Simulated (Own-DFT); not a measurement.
# Computed records: Si$_{3}$N$_{4}$ (beta silicon nitride, atoms displaced)

Computed with Own-DFT development build. A calculation, not a measurement: plane-wave PBE density functional theory by an unreviewed code, no spin, of a simulated periodic cell, stress positive in tension, free energy of the whole cell less one offset for each atom, some atoms lie very close together; forces on such cells moved up to 12 meV/angstrom on a denser k mesh; offsets are fitted by least squares, one for each functional and potential file, so energies compare only between cells with the same atoms and settings and are not formation energies; the far tail of each file's local potential was reset to the Coulomb form; each entry is a single point on an unrelaxed cell, so the pressure reflects the starting lattice, mostly measured values (interpolated for alloys), from which strain is counted, and rises with the displacements; printed positions are rounded, which can move forces by about a meV/angstrom; the program, named Own-DFT, is a retired in-house code; no spin-orbit coupling; before rounding, a Quantum ESPRESSO 7.3.1 run of the same cell and cutoff gave forces within 1 meV/angstrom rms on each cell, which checks the program and not the settings.

Common to all runs: functional PBE; potential files PseudoDojo norm-conserving, scalar-relativistic, standard set; wave cutoff 42 hartree; occupations Fermi-Dirac; smearing width 0.1 eV; k mesh 2 x 2 x 4 centred on Gamma.

```yaml
- entry: 1
  formula: Si3N4
  kind: "beta silicon nitride, atoms displaced"
  structure:
    cell_angstrom: [[15.212, 0.0, 0.0], [-7.606, 13.174, 0.0], [0.0, 0.0, 5.818]]
    atoms_fractional:
      - [Si, 0.07891, 0.36937, 0.13212]
      - [Si, 0.1179, 0.22395, 0.14245]
      - [Si, 0.28064, 0.40362, 0.15937]
      - [Si, 0.40365, 0.11605, 0.37475]
      - [Si, 0.39671, 0.30354, 0.41121]
      - [Si, 0.19368, 0.06884, 0.37824]
      - ["N", 0.17065, 0.02505, 0.15342]
      - ["N", 0.46503, 0.1537, 0.18891]
      - ["N", 0.34612, 0.34371, 0.12549]
      - ["N", 0.33026, 0.49294, 0.31641]
      - ["N", 0.01967, 0.34138, 0.42635]
      - ["N", 0.13101, 0.1737, 0.36561]
      - ["N", 0.16925, 0.33889, 0.1076]
      - ["N", 0.34383, 0.17017, 0.37179]
      - [Si, 0.10036, 0.37681, 0.58658]
      - [Si, 0.09823, 0.19752, 0.64904]
      - [Si, 0.31001, 0.43108, 0.6104]
      - [Si, 0.40151, 0.11543, 0.8665]
      - [Si, 0.38988, 0.29331, 0.84713]
      - [Si, 0.1917, 0.06769, 0.80658]
      - ["N", 0.17967, 0.03546, 0.60763]
      - ["N", 0.46929, 0.13928, 0.60483]
      - ["N", 0.33592, 0.31193, 0.68178]
      - ["N", 0.32699, 0.49355, 0.89355]
      - ["N", 0.01597, 0.34663, 0.8594]
      - ["N", 0.14615, 0.15176, 0.95407]
      - ["N", 0.14717, 0.32506, 0.60952]
      - ["N", 0.33753, 0.16622, 0.9198]
      - [Si, 0.10356, 0.8911, 0.13053]
      - [Si, 0.13903, 0.71421, 0.12542]
      - [Si, 0.30998, 0.92518, 0.14068]
      - [Si, 0.42289, 0.62346, 0.43321]
      - [Si, 0.3951, 0.81224, 0.36267]
      - [Si, 0.189, 0.58344, 0.37652]
      - ["N", 0.15495, 0.52109, 0.09221]
      - ["N", 0.48819, 0.64512, 0.06492]
      - ["N", 0.35406, 0.84123, 0.08322]
      - ["N", 0.34505, 0.0106, 0.38187]
      - ["N", 0.00949, 0.84581, 0.39426]
      - ["N", 0.14811, 0.66725, 0.32772]
      - ["N", 0.16405, 0.8141, 0.09459]
      - ["N", 0.33127, 0.6591, 0.35419]
      - [Si, 0.09091, 0.89082, 0.64515]
      - [Si, 0.12194, 0.70986, 0.6368]
      - [Si, 0.288, 0.92518, 0.57119]
      - [Si, 0.412, 0.60839, 0.90713]
      - [Si, 0.37503, 0.79271, 0.85222]
      - [Si, 0.21106, 0.59752, 0.9044]
      - ["N", 0.16888, 0.53255, 0.65089]
      - ["N", 0.47572, 0.6497, 0.6126]
      - ["N", 0.36749, 0.82974, 0.62587]
      - ["N", 0.34638, 0.97005, 0.86542]
      - ["N", 0.02348, 0.86286, 0.85657]
      - ["N", 0.14388, 0.67054, 0.84914]
      - ["N", 0.1731, 0.85182, 0.5823]
      - ["N", 0.32346, 0.64941, 0.91378]
      - [Si, 0.60144, 0.38442, 0.11468]
      - [Si, 0.64098, 0.20276, 0.13878]
      - [Si, 0.80768, 0.41047, 0.12843]
      - [Si, 0.92733, 0.11958, 0.39347]
      - [Si, 0.87525, 0.3024, 0.35184]
      - [Si, 0.71014, 0.08698, 0.34744]
      - ["N", 0.66501, 0.01926, 0.13182]
      - ["N", 0.99022, 0.14119, 0.13914]
      - ["N", 0.86209, 0.33127, 0.08866]
      - ["N", 0.83496, 0.48385, 0.38874]
      - ["N", 0.51571, 0.34406, 0.373]
      - ["N", 0.64897, 0.16156, 0.36733]
      - ["N", 0.68714, 0.34482, 0.17087]
      - ["N", 0.82737, 0.201, 0.38675]
      - [Si, 0.58119, 0.38888, 0.61203]
      - [Si, 0.61865, 0.21319, 0.59373]
      - [Si, 0.79306, 0.42775, 0.63432]
      - [Si, 0.912, 0.11927, 0.8735]
      - [Si, 0.88163, 0.28375, 0.86354]
      - [Si, 0.69804, 0.0786, 0.84732]
      - ["N", 0.66309, 0.00251, 0.63659]
      - ["N", 0.97465, 0.1303, 0.66446]
      - ["N", 0.85226, 0.31742, 0.62281]
      - ["N", 0.82455, 0.47936, 0.83025]
      - ["N", 0.52406, 0.36889, 0.89431]
      - ["N", 0.63111, 0.14017, 0.87537]
      - ["N", 0.68433, 0.35338, 0.63118]
      - ["N", 0.82815, 0.15222, 0.86568]
      - [Si, 0.59934, 0.89772, 0.13769]
      - [Si, 0.62962, 0.71491, 0.11708]
      - [Si, 0.79825, 0.91356, 0.15347]
      - [Si, 0.90432, 0.60891, 0.38744]
      - [Si, 0.8645, 0.79593, 0.35461]
      - [Si, 0.69978, 0.5855, 0.36385]
      - ["N", 0.66074, 0.50664, 0.10591]
      - ["N", 0.98796, 0.67021, 0.15103]
      - ["N", 0.84354, 0.84063, 0.11452]
      - ["N", 0.85176, 0.9766, 0.35883]
      - ["N", 0.51028, 0.8581, 0.39089]
      - ["N", 0.63349, 0.66991, 0.37917]
      - ["N", 0.65783, 0.84256, 0.14517]
      - ["N", 0.81729, 0.66707, 0.37188]
      - [Si, 0.5769, 0.88114, 0.58238]
      - [Si, 0.62765, 0.70383, 0.6401]
      - [Si, 0.78858, 0.90049, 0.62664]
      - [Si, 0.90453, 0.61113, 0.88498]
      - [Si, 0.87279, 0.76896, 0.87625]
      - [Si, 0.68069, 0.57615, 0.84876]
      - ["N", 0.66326, 0.50757, 0.64058]
      - ["N", 0.98188, 0.65336, 0.66623]
      - ["N", 0.85675, 0.84682, 0.61212]
      - ["N", 0.83179, 0.98035, 0.83097]
      - ["N", 0.50823, 0.8354, 0.83718]
      - ["N", 0.64947, 0.67157, 0.86822]
      - ["N", 0.68505, 0.84067, 0.633]
      - ["N", 0.82849, 0.66873, 0.87279]
  results:
    "free_energy_of_cell_above_offsets [eV]": "120.332"
    "pressure [GPa]": 39.28
    "stress_xx [GPa]": -31.62
    "stress_yy [GPa]": -38.92
    "stress_zz [GPa]": -47.31
    "stress_yz [GPa]": -4.24
    "stress_xz [GPa]": -9.04
    "stress_xy [GPa]": -1.2
    force_element: [Si, Si, Si, Si, Si, Si, "N", "N", "N", "N", "N", "N", "N", "N", Si, Si, Si, Si, Si, Si, "N", "N", "N", "N", "N", "N", "N", "N", Si, Si, Si, Si, Si, Si, "N", "N", "N", "N", "N", "N", "N", "N", Si, Si, Si, Si, Si, Si, "N", "N", "N", "N", "N", "N", "N", "N", Si, Si, Si, Si, Si, Si, "N", "N", "N", "N", "N", "N", "N", "N", Si, Si, Si, Si, Si, Si, "N", "N", "N", "N", "N", "N", "N", "N", Si, Si, Si, Si, Si, Si, "N", "N", "N", "N", "N", "N", "N", "N", Si, Si, Si, Si, Si, Si, "N", "N", "N", "N", "N", "N", "N", "N"]
    "force_x [eV/angstrom]": [-4.164, 2.86, 8.658, -2.628, -7.192, -0.673, 1.25, 15.99, 4.066, 1.381, -11.75, 4.622, -6.912, -12.77, -18.4, 6.365, -1.816, 8.025, 10.21, -3.497, 2.02, 5.721, -12.59, 0.225, 0.426, -0.305, 29.01, -6.157, -3.227, -3.857, -0.072, -23.52, -5.643, 4.131, -1.924, 16.29, -0.034, -1.835, 1.186, 4.607, -5.93, -0.056, -1.295, -5.887, 7.927, -13.21, 7.57, -6.482, -0.295, 22.03, -8.811, -3.536, -2.959, 6.412, -2.771, 6.768, -1.655, -7.253, 1.614, -1.076, 4.411, 0.991, 0.122, -4.702, -5.738, 1.279, 3.543, 2.203, -2.429, 3.757, 2.738, -1.735, 8.133, -0.935, 4.458, 0.865, 0.153, 3.332, -6.181, 3.019, -0.785, -1.054, -11.5, -4.305, -9.774, -7.204, -5.434, 1.948, 5.008, -3.755, -0.066, -2.012, 3.993, -0.876, 0.409, 5.578, 10.5, 3.896, 9.315, -8.214, 14.86, 1.668, -3.133, 1.805, 0.079, 1.177, 3.978, -0.286, 1.16, 5.806, -20.17, 0.919]
    "force_y [eV/angstrom]": [4.394, -9.268, 0.276, 9.431, -4.486, 18.15, -10.04, 8.955, -2.073, 6.095, -4.051, -3.339, 0.909, 3.715, 22.47, 0.625, -1.883, -3.057, -3.3, 22.95, -23.26, 4.099, 7.05, -8.265, -1.665, 0.058, -12.73, 0.686, -3.177, -12.4, -2.206, -11.06, -7.829, -0.025, -7.817, 9.358, 0.746, -22.73, 1.573, -5.131, 24.85, 2.906, -1.861, 2.063, 0.495, -1.588, -5.416, -1.678, -4.011, 10.53, 4.952, 4.345, -1.88, -2.675, -5.538, 9.69, -4.133, 2.467, 2.569, -2.924, 19.61, 5.016, -0.274, 0.979, 4.979, 0.507, 3.038, -2.747, -4.888, -30.78, -3.898, -1.827, -10.64, -6.642, -0.028, 1.329, 1.359, 2.288, 5.776, 15.36, -2.693, 3.858, -12.38, 2.664, -2.493, -0.196, 0.06, 6.286, 1.902, -2.089, 6.209, -3.755, -5.861, 7.658, 0.699, -3.715, -4.575, 0.236, 1.295, 6.234, 13.55, 0.959, 33.24, 4.318, 2.733, 0.688, -5.519, 3.748, 1.658, -4.189, -15.54, -28.41]
    "force_z [eV/angstrom]": [-2.198, -2.625, -7.918, 12.64, -4.575, -6.595, -14.36, -24.48, 2.099, 12.27, -16.7, 8.881, -1.655, 2.279, 11.62, -0.934, 2.9, 1.864, 19.88, 49.59, -24.66, 6.561, -18.14, -4.145, 2.367, -7.418, 3.955, -2.338, 0.949, -10.59, -4.576, -38.09, -2.735, -0.287, 10.36, 17.9, 7.341, -2.692, -2.001, 16.12, -0.621, 1.557, -8.789, -9.21, 8.134, -13.83, 8.369, -7.785, -4.66, 33.79, -11.12, -1.781, 8.457, 8.709, 0.73, -1.184, 1.999, -8.456, -2.306, -1.672, 1.915, 8.014, -4.712, -2.344, 3.387, -4.399, -0.841, 6.893, -1.823, 0.529, 3.309, 3.456, -18.96, 8.55, -4.27, 3.238, -6.233, -8.097, 0.315, 26.77, -4.174, -0.638, -0.722, 0.65, -4.01, 0.92, -11.16, -0.335, 4.025, -0.461, 1.991, -1.515, -2.921, 8.139, -14.01, -2.198, 0.358, 0.216, 16.43, -6.128, -1.715, 3.323, -1.752, 7.56, -7.875, -5.208, 1.421, 7.975, 3.077, 5.063, -0.889, -0.32]
- entry: 2
  formula: Si3N4
  kind: "beta silicon nitride, atoms displaced"
  structure:
    cell_angstrom: [[15.212, 0.0, 0.0], [-7.606, 13.174, 0.0], [0.0, 0.0, 5.818]]
    atoms_fractional:
      - [Si, 0.08728, 0.39079, 0.13726]
      - [Si, 0.10637, 0.19609, 0.13374]
      - [Si, 0.32212, 0.4209, 0.11593]
      - [Si, 0.42516, 0.11605, 0.36994]
      - [Si, 0.405, 0.30052, 0.36213]
      - [Si, 0.22065, 0.10106, 0.38326]
      - ["N", 0.1726, 0.01625, 0.13056]
      - ["N", 0.47139, 0.1506, 0.11478]
      - ["N", 0.33889, 0.32689, 0.12286]
      - ["N", 0.34621, 0.49217, 0.36935]
      - ["N", 0.02716, 0.36452, 0.40488]
      - ["N", 0.15514, 0.16363, 0.35873]
      - ["N", 0.15717, 0.33349, 0.10947]
      - ["N", 0.33295, 0.16192, 0.39376]
      - [Si, 0.08888, 0.37885, 0.66081]
      - [Si, 0.10548, 0.21014, 0.60292]
      - [Si, 0.31632, 0.41667, 0.58561]
      - [Si, 0.42415, 0.13346, 0.83285]
      - [Si, 0.39074, 0.3018, 0.91476]
      - [Si, 0.21225, 0.09885, 0.88579]
      - ["N", 0.15841, 0.01353, 0.6037]
      - ["N", 0.47967, 0.13372, 0.63749]
      - ["N", 0.37146, 0.33673, 0.64477]
      - ["N", 0.33595, 0.47384, 0.86152]
      - ["N", 0.00602, 0.3405, 0.92394]
      - ["N", 0.13486, 0.17069, 0.85717]
      - ["N", 0.17502, 0.33826, 0.64567]
      - ["N", 0.34758, 0.18654, 0.91303]
      - [Si, 0.07239, 0.88668, 0.13857]
      - [Si, 0.10932, 0.69319, 0.14163]
      - [Si, 0.27939, 0.89049, 0.10378]
      - [Si, 0.41299, 0.61452, 0.35639]
      - [Si, 0.39516, 0.78927, 0.33673]
      - [Si, 0.21763, 0.59077, 0.40136]
      - ["N", 0.14612, 0.50012, 0.14735]
      - ["N", 0.48732, 0.63954, 0.13701]
      - ["N", 0.37422, 0.84178, 0.11444]
      - ["N", 0.35049, 0.99132, 0.39359]
      - ["N", 0.00091, 0.82574, 0.36614]
      - ["N", 0.15535, 0.6884, 0.37704]
      - ["N", 0.16784, 0.83932, 0.16167]
      - ["N", 0.32778, 0.65417, 0.36229]
      - [Si, 0.09702, 0.89457, 0.63554]
      - [Si, 0.10347, 0.6939, 0.62369]
      - [Si, 0.29366, 0.91054, 0.63207]
      - [Si, 0.40229, 0.62658, 0.85373]
      - [Si, 0.36114, 0.79693, 0.87343]
      - [Si, 0.21209, 0.57336, 0.87346]
      - ["N", 0.14784, 0.50288, 0.56561]
      - ["N", 0.48979, 0.64671, 0.60767]
      - ["N", 0.33264, 0.82656, 0.62456]
      - ["N", 0.34894, 0.99856, 0.86913]
      - ["N", 0.00859, 0.84863, 0.87387]
      - ["N", 0.15349, 0.65429, 0.89383]
      - ["N", 0.16581, 0.84876, 0.6093]
      - ["N", 0.3213, 0.65855, 0.88898]
      - [Si, 0.5939, 0.39275, 0.15744]
      - [Si, 0.63357, 0.2151, 0.14433]
      - [Si, 0.77906, 0.39204, 0.1578]
      - [Si, 0.89931, 0.10704, 0.43054]
      - [Si, 0.89677, 0.28886, 0.35871]
      - [Si, 0.69981, 0.08001, 0.38762]
      - ["N", 0.64724, 0.00402, 0.13035]
      - ["N", 0.97447, 0.15033, 0.14933]
      - ["N", 0.85599, 0.31955, 0.1533]
      - ["N", 0.83425, 0.48164, 0.34615]
      - ["N", 0.50781, 0.36056, 0.32874]
      - ["N", 0.66608, 0.16771, 0.33565]
      - ["N", 0.67099, 0.36913, 0.13946]
      - ["N", 0.82573, 0.16382, 0.3572]
      - [Si, 0.59353, 0.39932, 0.69271]
      - [Si, 0.60543, 0.18376, 0.62042]
      - [Si, 0.79681, 0.40329, 0.57413]
      - [Si, 0.91697, 0.0977, 0.89441]
      - [Si, 0.87932, 0.28159, 0.86832]
      - [Si, 0.7105, 0.09464, 0.88537]
      - ["N", 0.66707, 0.01737, 0.58123]
      - ["N", 0.99184, 0.13761, 0.64546]
      - ["N", 0.86488, 0.34526, 0.61475]
      - ["N", 0.81438, 0.48165, 0.88934]
      - ["N", 0.52305, 0.36455, 0.88168]
      - ["N", 0.65841, 0.16615, 0.87979]
      - ["N", 0.65823, 0.31318, 0.61244]
      - ["N", 0.83155, 0.15873, 0.89213]
      - [Si, 0.60361, 0.89068, 0.11073]
      - [Si, 0.63092, 0.70509, 0.06226]
      - [Si, 0.81157, 0.92402, 0.15581]
      - [Si, 0.90954, 0.61226, 0.39027]
      - [Si, 0.89853, 0.80848, 0.41831]
      - [Si, 0.70621, 0.5889, 0.36471]
      - ["N", 0.67541, 0.52533, 0.12279]
      - ["N", 0.99647, 0.64759, 0.12741]
      - ["N", 0.85505, 0.84898, 0.11684]
      - ["N", 0.8352, 0.96912, 0.34392]
      - ["N", 0.51885, 0.85966, 0.37702]
      - ["N", 0.62465, 0.66606, 0.3939]
      - ["N", 0.67912, 0.85458, 0.13697]
      - ["N", 0.82755, 0.65541, 0.37566]
      - [Si, 0.59467, 0.87741, 0.59935]
      - [Si, 0.60369, 0.68477, 0.63623]
      - [Si, 0.79357, 0.91503, 0.60725]
      - [Si, 0.91021, 0.63242, 0.87045]
      - [Si, 0.88919, 0.80758, 0.85301]
      - [Si, 0.7094, 0.57232, 0.85043]
      - ["N", 0.6638, 0.51098, 0.62374]
      - ["N", 0.96738, 0.65768, 0.61946]
      - ["N", 0.86385, 0.84775, 0.65383]
      - ["N", 0.83339, 0.996, 0.84551]
      - ["N", 0.52064, 0.83555, 0.83735]
      - ["N", 0.63893, 0.65827, 0.85761]
      - ["N", 0.64557, 0.82099, 0.6067]
      - ["N", 0.84251, 0.68246, 0.91028]
  results:
    "free_energy_of_cell_above_offsets [eV]": "79.659"
    "pressure [GPa]": 28.44
    "stress_xx [GPa]": -33.25
    "stress_yy [GPa]": -24.23
    "stress_zz [GPa]": -27.84
    "stress_yz [GPa]": -0.1
    "stress_xz [GPa]": 2.05
    "stress_xy [GPa]": -4.37
    force_element: [Si, Si, Si, Si, Si, Si, "N", "N", "N", "N", "N", "N", "N", "N", Si, Si, Si, Si, Si, Si, "N", "N", "N", "N", "N", "N", "N", "N", Si, Si, Si, Si, Si, Si, "N", "N", "N", "N", "N", "N", "N", "N", Si, Si, Si, Si, Si, Si, "N", "N", "N", "N", "N", "N", "N", "N", Si, Si, Si, Si, Si, Si, "N", "N", "N", "N", "N", "N", "N", "N", Si, Si, Si, Si, Si, Si, "N", "N", "N", "N", "N", "N", "N", "N", Si, Si, Si, Si, Si, Si, "N", "N", "N", "N", "N", "N", "N", "N", Si, Si, Si, Si, Si, Si, "N", "N", "N", "N", "N", "N", "N", "N"]
    "force_x [eV/angstrom]": [1.708, -0.007, -7.326, -4.306, -19.0, -8.381, -1.209, 6.045, 2.73, -0.225, -2.258, -2.633, 3.367, 9.903, -0.727, 9.81, -0.579, -10.44, 0.006, -2.656, 0.388, 9.841, -2.323, -0.69, 0.443, 4.726, 0.183, 0.504, 4.535, 5.585, 7.375, 3.999, -0.977, -11.21, 2.784, -0.225, -5.601, -0.635, 9.336, 5.578, -6.97, 7.043, -5.79, 0.998, 0.354, 11.7, 6.237, -10.21, 1.203, -11.11, 2.314, -1.568, 5.142, -2.527, 5.181, 0.872, -13.46, -5.919, 10.49, 1.498, 2.412, 0.072, 0.665, 1.033, -8.346, 0.683, 12.94, -1.705, 11.16, 3.494, 7.711, 3.212, -1.054, 1.587, -1.307, -1.03, 0.393, -8.904, 1.176, 0.829, -5.62, -3.52, -1.453, 3.444, -9.382, -9.549, -4.309, -0.455, -10.47, -4.825, -2.013, -11.71, 4.292, -0.135, 0.208, 10.36, 8.799, 0.157, -14.62, -1.894, -1.579, 5.056, 1.979, 2.073, -0.112, 6.512, -7.789, -2.669, -2.728, 10.72, 19.23, -5.939]
    "force_y [eV/angstrom]": [-12.75, 3.616, 0.797, -3.334, -11.99, -7.807, 0.827, 4.062, -1.587, -3.38, -4.987, 1.544, -1.002, 7.64, 0.083, 3.178, -4.371, -4.292, 5.416, -0.897, 5.968, 3.021, 1.442, 4.739, 0.162, -2.625, 0.252, -8.627, 1.132, 4.59, 10.17, 2.438, 1.306, -4.42, 17.78, 2.106, 2.443, -3.796, 4.451, -4.004, -5.206, 8.1, -1.83, 2.565, 5.197, -2.62, -3.012, -6.278, 0.553, -3.537, -1.85, -4.497, 2.469, 1.576, -6.265, 7.502, 6.365, -0.407, 4.756, 1.275, 2.456, 8.064, 11.42, -1.813, 3.846, 1.949, 9.008, -1.121, -11.8, -3.31, -5.456, 2.446, 0.037, 12.78, 4.623, -6.438, -9.974, -4.192, -2.873, 1.093, -3.818, 2.045, 3.492, -0.128, -7.072, 6.95, -20.54, -1.903, -4.631, 1.262, -1.649, -4.107, -3.423, 24.41, -1.616, -3.253, -6.01, 4.692, 7.834, 6.788, -3.258, -6.064, -4.214, 6.25, 3.374, 1.975, 4.428, -12.93, 0.026, -7.593, -4.809, -1.405]
    "force_z [eV/angstrom]": [2.303, -2.497, -0.068, -0.291, 6.117, -1.317, -0.572, -1.286, 4.494, -2.645, -0.927, 1.592, 1.625, 0.565, -0.452, -0.165, 6.914, 16.86, -5.94, -0.81, 2.022, -13.1, -3.967, -1.943, -5.519, 2.422, -2.03, -2.03, -1.987, -5.152, 0.842, 2.1, 4.686, -4.533, -2.07, -6.106, 3.779, -1.642, 0.614, 4.846, -1.199, -0.976, 0.788, 2.613, -1.677, 0.863, -6.789, 0.885, 9.28, 1.763, -1.647, 0.411, 0.018, -1.942, 1.448, 0.019, -4.75, -6.447, -6.33, -4.817, 7.584, -15.94, -1.249, 1.564, -8.368, 3.548, 3.263, 7.705, -1.094, 2.487, -10.95, 0.151, 7.212, 2.382, 0.729, -0.012, 17.25, -0.808, 0.906, -2.862, 10.3, -0.783, -0.096, -1.407, -2.79, 18.93, -38.84, -7.703, -4.103, 1.204, -0.971, -0.572, 0.301, 40.05, -2.928, -11.28, -1.291, 1.399, 1.82, -1.491, 2.52, 4.167, 14.28, 7.096, -5.969, 3.283, -11.33, -1.461, 3.769, -5.607, 1.32, -1.556]
```
